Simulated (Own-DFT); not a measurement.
## Calculated data, Si3N4 (beta silicon nitride, strained, atoms displaced)

All values are calculated (Own-DFT development build). A calculation, not a measurement: plane-wave PBE density functional theory by an unreviewed code, no spin, of a simulated periodic cell, stress positive in tension, free energy of the whole cell less one offset for each atom, forces on such cells moved up to 12 meV/angstrom on a denser k mesh; offsets are fitted by least squares, one for each functional and potential file, so energies compare only between cells with the same atoms and settings and are not formation energies; the far tail of each file's local potential was reset to the Coulomb form; each entry is a single point on an unrelaxed cell, so the pressure reflects the starting lattice, mostly measured values (interpolated for alloys), from which strain is counted, and rises with the displacements; printed positions are rounded, which can move forces by about a meV/angstrom; the program, named Own-DFT, is a retired in-house code; no spin-orbit coupling; before rounding, a Quantum ESPRESSO 7.3.1 run of the same cell and cutoff gave forces within 1 meV/angstrom rms on each cell, which checks the program and not the settings.

Common to all runs: functional PBE; potential files PseudoDojo norm-conserving, scalar-relativistic, standard set; wave cutoff 42 hartree; occupations Fermi-Dirac; smearing width 0.1 eV; k mesh 2 x 2 x 4 centred on Gamma.

```yaml
- entry: 1
  formula: Si3N4
  kind: "beta silicon nitride, strained, atoms displaced"
  structure:
    cell_angstrom:
      - [15.4826, 0.2242, -0.2216]
      - [-7.5471, 13.1728, 0.1411]
      - [-0.0847, 0.0134, 5.8449]
    atoms_fractional:
      - [Si, 0.08504, 0.38532, 0.12717]
      - [Si, 0.1166, 0.20124, 0.1317]
      - [Si, 0.30048, 0.41977, 0.11144]
      - [Si, 0.41047, 0.10971, 0.37687]
      - [Si, 0.38198, 0.29445, 0.39104]
      - [Si, 0.20348, 0.0851, 0.38221]
      - ["N", 0.16346, 0.01195, 0.13275]
      - ["N", 0.49051, 0.14993, 0.14651]
      - ["N", 0.35162, 0.33587, 0.12954]
      - ["N", 0.33509, 0.49108, 0.38238]
      - ["N", 0.02177, 0.34841, 0.36932]
      - ["N", 0.14912, 0.16607, 0.3817]
      - ["N", 0.16611, 0.33317, 0.12787]
      - ["N", 0.3345, 0.16449, 0.37284]
      - [Si, 0.08857, 0.38154, 0.62607]
      - [Si, 0.10876, 0.2024, 0.62553]
      - [Si, 0.29994, 0.41557, 0.61738]
      - [Si, 0.41265, 0.11314, 0.88692]
      - [Si, 0.38043, 0.29314, 0.86721]
      - [Si, 0.19908, 0.08422, 0.88895]
      - ["N", 0.1696, 0.01273, 0.61375]
      - ["N", 0.4819, 0.15233, 0.61833]
      - ["N", 0.34893, 0.33421, 0.65518]
      - ["N", 0.33681, 0.49123, 0.88248]
      - ["N", 0.01683, 0.34714, 0.86935]
      - ["N", 0.14624, 0.16686, 0.87393]
      - ["N", 0.16752, 0.33725, 0.64152]
      - ["N", 0.33035, 0.16891, 0.87974]
      - [Si, 0.08309, 0.88636, 0.12959]
      - [Si, 0.11908, 0.70705, 0.12769]
      - [Si, 0.29906, 0.91866, 0.1215]
      - [Si, 0.41249, 0.62226, 0.37874]
      - [Si, 0.38021, 0.79647, 0.38934]
      - [Si, 0.20218, 0.59009, 0.37036]
      - ["N", 0.16488, 0.51304, 0.12894]
      - ["N", 0.48765, 0.65582, 0.13092]
      - ["N", 0.35209, 0.83384, 0.13563]
      - ["N", 0.33273, 0.98544, 0.38859]
      - ["N", 0.01279, 0.8469, 0.39384]
      - ["N", 0.14768, 0.66924, 0.37994]
      - ["N", 0.17071, 0.83817, 0.11139]
      - ["N", 0.33212, 0.66373, 0.38029]
      - [Si, 0.08817, 0.88674, 0.61466]
      - [Si, 0.11725, 0.70236, 0.61243]
      - [Si, 0.29752, 0.91049, 0.61497]
      - [Si, 0.41007, 0.60618, 0.87431]
      - [Si, 0.39807, 0.80231, 0.8767]
      - [Si, 0.19651, 0.58794, 0.8815]
      - ["N", 0.1698, 0.51892, 0.61686]
      - ["N", 0.48469, 0.65379, 0.62346]
      - ["N", 0.35113, 0.83594, 0.63432]
      - ["N", 0.3361, 0.98517, 0.87688]
      - ["N", 0.02033, 0.85005, 0.87368]
      - ["N", 0.14391, 0.66911, 0.88224]
      - ["N", 0.16742, 0.83254, 0.60607]
      - ["N", 0.33388, 0.66877, 0.87856]
      - [Si, 0.58851, 0.3803, 0.13912]
      - [Si, 0.61419, 0.19328, 0.13672]
      - [Si, 0.79597, 0.40862, 0.12112]
      - [Si, 0.90937, 0.11238, 0.36532]
      - [Si, 0.89138, 0.29899, 0.37883]
      - [Si, 0.69944, 0.08455, 0.37831]
      - ["N", 0.66753, 0.01357, 0.12534]
      - ["N", 0.98575, 0.15056, 0.11165]
      - ["N", 0.84832, 0.33583, 0.11208]
      - ["N", 0.83478, 0.48372, 0.36174]
      - ["N", 0.52127, 0.35139, 0.37905]
      - ["N", 0.65146, 0.16193, 0.39027]
      - ["N", 0.66871, 0.33633, 0.1442]
      - ["N", 0.83526, 0.17133, 0.37939]
      - [Si, 0.58167, 0.38507, 0.61547]
      - [Si, 0.6135, 0.20004, 0.62426]
      - [Si, 0.79845, 0.41108, 0.60638]
      - [Si, 0.91583, 0.11706, 0.86606]
      - [Si, 0.89007, 0.29941, 0.88214]
      - [Si, 0.70372, 0.08711, 0.88119]
      - ["N", 0.66875, 0.01419, 0.61178]
      - ["N", 0.9837, 0.15317, 0.61578]
      - ["N", 0.84756, 0.33505, 0.62477]
      - ["N", 0.83381, 0.48312, 0.8516]
      - ["N", 0.51401, 0.35148, 0.87013]
      - ["N", 0.65083, 0.16615, 0.87587]
      - ["N", 0.65877, 0.33061, 0.61196]
      - ["N", 0.82676, 0.16606, 0.88893]
      - [Si, 0.58637, 0.88568, 0.12176]
      - [Si, 0.61089, 0.70636, 0.12421]
      - [Si, 0.80363, 0.91605, 0.10998]
      - [Si, 0.91365, 0.61522, 0.37328]
      - [Si, 0.89048, 0.80558, 0.3646]
      - [Si, 0.70786, 0.5925, 0.36854]
      - ["N", 0.66714, 0.51499, 0.12044]
      - ["N", 0.98055, 0.64832, 0.12072]
      - ["N", 0.8519, 0.83546, 0.12746]
      - ["N", 0.83461, 0.98353, 0.38125]
      - ["N", 0.5144, 0.84782, 0.39095]
      - ["N", 0.65373, 0.66518, 0.38454]
      - ["N", 0.6664, 0.83059, 0.11687]
      - ["N", 0.84042, 0.66586, 0.37212]
      - [Si, 0.59051, 0.8862, 0.62665]
      - [Si, 0.61168, 0.70397, 0.6234]
      - [Si, 0.79781, 0.91167, 0.62998]
      - [Si, 0.91336, 0.61375, 0.87189]
      - [Si, 0.88752, 0.79783, 0.87346]
      - [Si, 0.70212, 0.58462, 0.87983]
      - ["N", 0.6713, 0.51784, 0.63294]
      - ["N", 0.98322, 0.65291, 0.62597]
      - ["N", 0.84307, 0.82794, 0.62716]
      - ["N", 0.83063, 0.98046, 0.85292]
      - ["N", 0.51823, 0.85618, 0.85617]
      - ["N", 0.65056, 0.66698, 0.87364]
      - ["N", 0.66118, 0.83136, 0.62751]
      - ["N", 0.8284, 0.66273, 0.87513]
  results:
    "free_energy_of_cell_above_offsets [eV]": "-8.580"
    "pressure [GPa]": 0.69
    "stress_xx [GPa]": 2.77
    "stress_yy [GPa]": -0.97
    "stress_zz [GPa]": -3.88
    "stress_yz [GPa]": 1.56
    "stress_xz [GPa]": -4.63
    "stress_xy [GPa]": 4.76
    force_element: [Si, Si, Si, Si, Si, Si, "N", "N", "N", "N", "N", "N", "N", "N", Si, Si, Si, Si, Si, Si, "N", "N", "N", "N", "N", "N", "N", "N", Si, Si, Si, Si, Si, Si, "N", "N", "N", "N", "N", "N", "N", "N", Si, Si, Si, Si, Si, Si, "N", "N", "N", "N", "N", "N", "N", "N", Si, Si, Si, Si, Si, Si, "N", "N", "N", "N", "N", "N", "N", "N", Si, Si, Si, Si, Si, Si, "N", "N", "N", "N", "N", "N", "N", "N", Si, Si, Si, Si, Si, Si, "N", "N", "N", "N", "N", "N", "N", "N", Si, Si, Si, Si, Si, Si, "N", "N", "N", "N", "N", "N", "N", "N"]
    "force_x [eV/angstrom]": [2.706, -1.145, -0.389, 0.285, 1.142, 0.388, -0.368, -2.173, -0.675, 0.575, -2.603, 0.739, 0.473, -1.401, -0.647, 1.721, -1.489, -0.006, 4.156, 0.595, -0.762, 0.995, -2.984, -0.4, -0.75, 1.375, 2.442, 0.917, 2.381, -3.522, 0.488, 2.153, 2.365, 1.116, -0.716, -2.281, -0.778, 0.169, -0.026, 3.173, -1.159, -3.14, 2.518, -4.096, -1.637, -0.018, -4.28, 2.015, -1.193, -0.463, 0.293, 0.021, -2.045, 2.642, -0.015, 0.249, -1.014, -0.098, -2.218, -0.531, -2.193, 2.699, -0.451, 0.004, 3.335, 0.586, -5.37, -0.865, 1.78, 0.372, 3.639, -1.898, -3.749, -2.529, -2.381, -0.446, -0.071, -0.328, 3.709, 0.339, -0.491, -0.112, 2.519, 3.716, 0.831, 4.093, -2.651, 0.679, -0.445, 1.655, -0.345, 2.809, -0.059, 0.356, -0.98, -2.792, -0.364, -3.745, -0.048, 2.329, -1.756, -1.958, 0.187, -0.469, -0.783, 2.229, 1.061, 0.682, 1.246, -1.079, 2.658, 1.775]
    "force_y [eV/angstrom]": [-0.48, 1.707, -3.489, 2.21, 1.178, 2.139, 1.519, -1.682, 0.352, -1.18, -0.721, -0.916, 0.918, -0.119, 2.667, 1.364, -0.533, 2.14, 1.143, 1.52, 0.61, -0.793, 2.012, -5.501, 0.212, -1.695, -1.174, -3.731, -2.066, 0.721, -2.855, -0.722, -0.254, -0.092, 1.184, -1.648, 1.345, -0.377, 1.137, -2.007, 0.115, 1.806, -1.135, 1.119, -0.891, 8.74, -2.549, 1.432, -1.245, -0.985, -0.144, 0.287, 0.167, -1.835, 0.944, -0.771, 2.051, 3.685, 2.394, 1.176, 0.766, 1.269, 0.457, -0.745, -1.302, 0.263, -2.231, 0.075, -3.15, -2.331, 2.279, 2.136, 0.479, -0.465, -0.634, -0.165, 0.074, -0.588, -1.651, -0.277, -0.743, -1.087, -0.033, 0.395, -1.507, -2.489, -1.666, -0.96, -4.672, -1.489, -0.904, 1.285, 1.288, 0.031, 0.111, 1.585, 3.972, 2.321, 0.214, -1.238, -3.834, -0.703, -2.553, 1.218, -1.287, 0.292, 1.171, 4.138, 0.986, -0.016, 1.423, 2.086]
    "force_z [eV/angstrom]": [-1.163, -1.39, 4.288, 0.708, -1.706, -1.084, 0.282, -1.859, 0.235, -1.751, 1.318, 0.81, -0.041, 0.197, -0.201, -0.107, 1.381, -1.56, 7.109, -2.424, 3.364, 2.567, -7.641, -2.787, 0.432, 0.701, -0.747, 0.284, 0.274, -0.799, 1.338, -0.712, -0.746, 0.782, -0.53, -0.42, -1.63, -3.203, -4.166, -2.282, 0.788, -0.147, 3.333, 3.871, 2.841, 0.061, 1.327, -1.405, 1.886, 1.162, -0.165, -1.047, -0.415, -1.288, 0.322, 0.072, -2.989, -0.924, -1.859, -0.268, -0.367, -1.003, 0.305, 1.724, 1.875, 0.102, -2.424, -0.973, -0.967, -0.263, 4.898, 0.543, 1.118, -0.326, -1.499, -1.732, 3.459, 0.166, -0.731, 1.971, 0.985, 1.144, 0.625, -0.639, 1.401, -0.051, 1.979, -0.403, 3.959, 1.354, 2.091, 1.121, -2.675, -2.244, -2.807, -1.188, 0.216, -0.224, -1.439, 0.333, -3.853, -0.773, -0.195, -1.09, -2.171, -0.596, -1.182, 4.218, 2.982, 1.041, -0.265, 0.192]
- entry: 2
  formula: Si3N4
  kind: "beta silicon nitride, strained, atoms displaced"
  structure:
    cell_angstrom:
      - [15.2728, 0.1227, -0.1475]
      - [-7.5301, 13.206, 0.1046]
      - [-0.0564, 0.0136, 5.8271]
    atoms_fractional:
      - [Si, 0.09022, 0.39202, 0.13293]
      - [Si, 0.11644, 0.20786, 0.14469]
      - [Si, 0.29216, 0.41188, 0.12526]
      - [Si, 0.41386, 0.1209, 0.37331]
      - [Si, 0.38723, 0.29902, 0.36829]
      - [Si, 0.20453, 0.08574, 0.37914]
      - ["N", 0.16802, 0.01532, 0.11887]
      - ["N", 0.48258, 0.15108, 0.12682]
      - ["N", 0.34844, 0.33566, 0.12503]
      - ["N", 0.3389, 0.48584, 0.37835]
      - ["N", 0.01611, 0.3411, 0.38189]
      - ["N", 0.149, 0.1623, 0.36402]
      - ["N", 0.16423, 0.33246, 0.13694]
      - ["N", 0.33393, 0.15783, 0.36968]
      - [Si, 0.08811, 0.38425, 0.62585]
      - [Si, 0.11598, 0.19988, 0.63079]
      - [Si, 0.29517, 0.40354, 0.64049]
      - [Si, 0.40618, 0.10875, 0.87341]
      - [Si, 0.38444, 0.29873, 0.8783]
      - [Si, 0.20131, 0.08528, 0.88179]
      - ["N", 0.16504, 0.0145, 0.63449]
      - ["N", 0.48636, 0.14932, 0.63195]
      - ["N", 0.34414, 0.33189, 0.61759]
      - ["N", 0.33575, 0.49247, 0.85324]
      - ["N", 0.02383, 0.34766, 0.86138]
      - ["N", 0.1514, 0.16875, 0.88002]
      - ["N", 0.16514, 0.33013, 0.62201]
      - ["N", 0.32988, 0.16439, 0.88218]
      - [Si, 0.08992, 0.88068, 0.12832]
      - [Si, 0.11647, 0.70539, 0.12533]
      - [Si, 0.29819, 0.91521, 0.12443]
      - [Si, 0.4117, 0.61369, 0.3776]
      - [Si, 0.38653, 0.7964, 0.3662]
      - [Si, 0.20187, 0.58482, 0.36747]
      - ["N", 0.16254, 0.51712, 0.11354]
      - ["N", 0.49103, 0.6479, 0.1164]
      - ["N", 0.35153, 0.83244, 0.11769]
      - ["N", 0.33491, 0.98702, 0.38128]
      - ["N", 0.00921, 0.84918, 0.37889]
      - ["N", 0.15082, 0.66424, 0.36666]
      - ["N", 0.16965, 0.83389, 0.12301]
      - ["N", 0.33751, 0.66879, 0.38361]
      - [Si, 0.08098, 0.87971, 0.61268]
      - [Si, 0.11327, 0.70328, 0.62214]
      - [Si, 0.29803, 0.90875, 0.61888]
      - [Si, 0.41539, 0.61666, 0.86365]
      - [Si, 0.38218, 0.79623, 0.88689]
      - [Si, 0.20524, 0.58431, 0.87509]
      - ["N", 0.16091, 0.51316, 0.62632]
      - ["N", 0.48342, 0.65334, 0.62471]
      - ["N", 0.34701, 0.83451, 0.61361]
      - ["N", 0.33014, 0.9791, 0.87137]
      - ["N", 0.0158, 0.85037, 0.88392]
      - ["N", 0.14835, 0.66393, 0.88942]
      - ["N", 0.16786, 0.83232, 0.63369]
      - ["N", 0.3362, 0.66882, 0.88022]
      - [Si, 0.58113, 0.38121, 0.12494]
      - [Si, 0.6137, 0.20179, 0.13357]
      - [Si, 0.79752, 0.41342, 0.10321]
      - [Si, 0.91532, 0.11795, 0.36865]
      - [Si, 0.88897, 0.30303, 0.37952]
      - [Si, 0.69811, 0.08178, 0.36869]
      - ["N", 0.66944, 0.01848, 0.12953]
      - ["N", 0.98246, 0.14458, 0.12576]
      - ["N", 0.8514, 0.33399, 0.11813]
      - ["N", 0.83645, 0.48408, 0.37407]
      - ["N", 0.51665, 0.35101, 0.36491]
      - ["N", 0.65043, 0.1662, 0.37428]
      - ["N", 0.66818, 0.33962, 0.13565]
      - ["N", 0.83336, 0.16242, 0.36653]
      - [Si, 0.58395, 0.38326, 0.62814]
      - [Si, 0.61506, 0.2025, 0.62613]
      - [Si, 0.80023, 0.41532, 0.62743]
      - [Si, 0.91463, 0.11488, 0.8735]
      - [Si, 0.89115, 0.30532, 0.86935]
      - [Si, 0.70264, 0.08471, 0.86973]
      - ["N", 0.65979, 0.00876, 0.61828]
      - ["N", 0.98216, 0.15223, 0.61793]
      - ["N", 0.85064, 0.33545, 0.62708]
      - ["N", 0.83078, 0.48765, 0.87478]
      - ["N", 0.51796, 0.35111, 0.88623]
      - ["N", 0.64719, 0.16302, 0.87526]
      - ["N", 0.66379, 0.33241, 0.63277]
      - ["N", 0.83269, 0.16996, 0.87355]
      - [Si, 0.59008, 0.87946, 0.12462]
      - [Si, 0.61802, 0.6997, 0.13387]
      - [Si, 0.7927, 0.91154, 0.1246]
      - [Si, 0.90625, 0.6136, 0.36502]
      - [Si, 0.88397, 0.79825, 0.40217]
      - [Si, 0.70083, 0.58545, 0.37752]
      - ["N", 0.66394, 0.51714, 0.13452]
      - ["N", 0.98382, 0.64927, 0.13051]
      - ["N", 0.84726, 0.83645, 0.11395]
      - ["N", 0.83033, 0.98512, 0.38061]
      - ["N", 0.51225, 0.85378, 0.36544]
      - ["N", 0.65333, 0.6664, 0.36935]
      - ["N", 0.66757, 0.8295, 0.12885]
      - ["N", 0.83187, 0.66043, 0.37074]
      - [Si, 0.58732, 0.88542, 0.61338]
      - [Si, 0.61304, 0.69571, 0.60796]
      - [Si, 0.80219, 0.90797, 0.62051]
      - [Si, 0.91379, 0.60989, 0.87855]
      - [Si, 0.8906, 0.79979, 0.86836]
      - [Si, 0.70066, 0.58822, 0.86357]
      - ["N", 0.66883, 0.517, 0.63498]
      - ["N", 0.98741, 0.64495, 0.63074]
      - ["N", 0.85586, 0.83501, 0.62788]
      - ["N", 0.83726, 0.98056, 0.87883]
      - ["N", 0.51253, 0.84987, 0.8873]
      - ["N", 0.65906, 0.6723, 0.86348]
      - ["N", 0.66628, 0.83506, 0.625]
      - ["N", 0.83514, 0.66661, 0.88007]
  results:
    "free_energy_of_cell_above_offsets [eV]": "-10.384"
    "pressure [GPa]": 4.4
    "stress_xx [GPa]": -5.28
    "stress_yy [GPa]": -1.75
    "stress_zz [GPa]": -6.16
    "stress_yz [GPa]": 0.75
    "stress_xz [GPa]": -2.52
    "stress_xy [GPa]": 3.45
    force_element: [Si, Si, Si, Si, Si, Si, "N", "N", "N", "N", "N", "N", "N", "N", Si, Si, Si, Si, Si, Si, "N", "N", "N", "N", "N", "N", "N", "N", Si, Si, Si, Si, Si, Si, "N", "N", "N", "N", "N", "N", "N", "N", Si, Si, Si, Si, Si, Si, "N", "N", "N", "N", "N", "N", "N", "N", Si, Si, Si, Si, Si, Si, "N", "N", "N", "N", "N", "N", "N", "N", Si, Si, Si, Si, Si, Si, "N", "N", "N", "N", "N", "N", "N", "N", Si, Si, Si, Si, Si, Si, "N", "N", "N", "N", "N", "N", "N", "N", Si, Si, Si, Si, Si, Si, "N", "N", "N", "N", "N", "N", "N", "N"]
    "force_x [eV/angstrom]": [-0.174, -1.146, 0.672, 4.624, -0.565, -0.066, -0.305, 0.473, 0.123, -0.628, -0.683, 1.174, -0.024, -5.391, 1.905, -1.554, -4.001, 1.056, 0.393, -0.588, -0.493, -1.585, 4.74, -0.163, -3.242, 0.401, 1.094, 0.552, -1.727, -0.033, 0.906, 0.827, -1.429, 0.544, 0.624, -1.837, -3.059, 0.238, 1.833, -0.314, -0.239, -1.415, 2.613, 2.39, -2.19, -0.299, 1.454, -0.933, 0.423, 2.202, 3.124, 0.368, 1.222, 0.898, -1.632, -0.501, 4.226, -0.215, -0.827, -1.541, -0.122, 1.784, -0.151, 1.878, -0.23, 0.06, -2.075, 0.305, 0.537, -2.313, 1.83, 0.185, -2.108, -1.952, 1.648, 0.185, -0.008, 2.485, -0.336, 0.632, -3.515, 0.17, 1.076, 1.219, -1.953, -0.797, 1.41, 3.945, 0.364, 1.955, -0.639, 0.692, 2.061, 1.003, 2.194, 0.944, -0.7, -3.628, -0.821, -1.526, -4.227, -0.939, -1.133, 2.461, -1.049, -2.271, -1.684, -0.331, 0.918, -1.656, 1.775, 0.145]
    "force_y [eV/angstrom]": [-3.348, -2.279, 1.965, -3.084, -1.932, -0.866, -1.873, -0.006, 0.083, -2.015, 1.633, -0.318, 2.459, 4.885, 0.08, -0.077, 3.941, 1.175, -1.71, 1.118, -0.679, -0.375, -2.325, -4.022, -0.308, -0.433, 0.58, 1.289, 1.467, -1.29, -0.725, 0.5, 0.281, 1.951, -0.91, -1.032, 1.674, -0.402, 0.477, 0.164, -0.064, -1.933, 1.672, -0.747, 1.301, 1.716, 0.295, 3.233, 0.749, 0.114, -1.963, 1.265, 0.45, -0.357, 0.29, -1.749, 3.475, 1.209, -1.218, -1.895, -3.638, 2.637, -3.47, 1.421, 1.532, -0.713, -0.751, -0.386, -2.126, 2.281, 0.721, 0.08, -0.798, -0.531, -3.317, 1.053, 3.3, 0.202, 1.111, -1.444, -1.201, -0.024, 0.933, -0.348, 1.525, 1.478, 0.747, -0.764, -3.054, -0.135, -1.239, 0.307, -1.287, -0.554, 0.334, -0.897, -0.223, 3.075, -2.478, 3.524, 2.209, 3.689, -2.288, 1.326, -2.54, -0.731, 0.776, 1.341, 0.317, -0.339, -1.974, -0.223]
    "force_z [eV/angstrom]": [-1.159, -4.154, 0.261, 1.038, 0.787, -0.443, 2.788, -0.592, -0.872, -0.405, -1.674, 3.821, -0.269, 0.49, -1.139, -1.152, -2.696, 0.021, -0.4, -1.119, -1.512, -0.606, 0.524, 2.629, 4.064, 1.29, 0.361, -0.509, -0.233, -0.083, 1.119, -1.653, 1.454, 1.572, 2.511, 1.048, 2.162, -1.484, -1.802, 1.71, 0.635, -0.66, 3.97, 0.794, 0.198, 2.109, -3.948, -1.876, -1.147, -1.495, 0.882, -0.162, -1.661, -2.414, -1.015, -0.068, 1.082, -2.272, 4.543, 0.541, -1.089, 1.972, -2.66, -0.339, 0.229, -0.961, 3.067, 1.282, -0.604, 0.556, 0.064, 0.299, -1.574, -0.67, 1.165, 0.221, 0.806, 1.301, -0.944, -1.573, -3.721, 0.874, -0.19, -0.413, -0.05, -4.789, 0.761, 1.72, -8.153, -0.2, -2.037, -0.345, 2.053, -0.795, 0.417, 2.028, 0.128, 1.011, 1.968, 3.026, 1.018, -0.707, 4.681, 4.158, -2.548, -0.995, 1.401, -1.642, -2.276, 0.655, -0.574, -0.744]
```
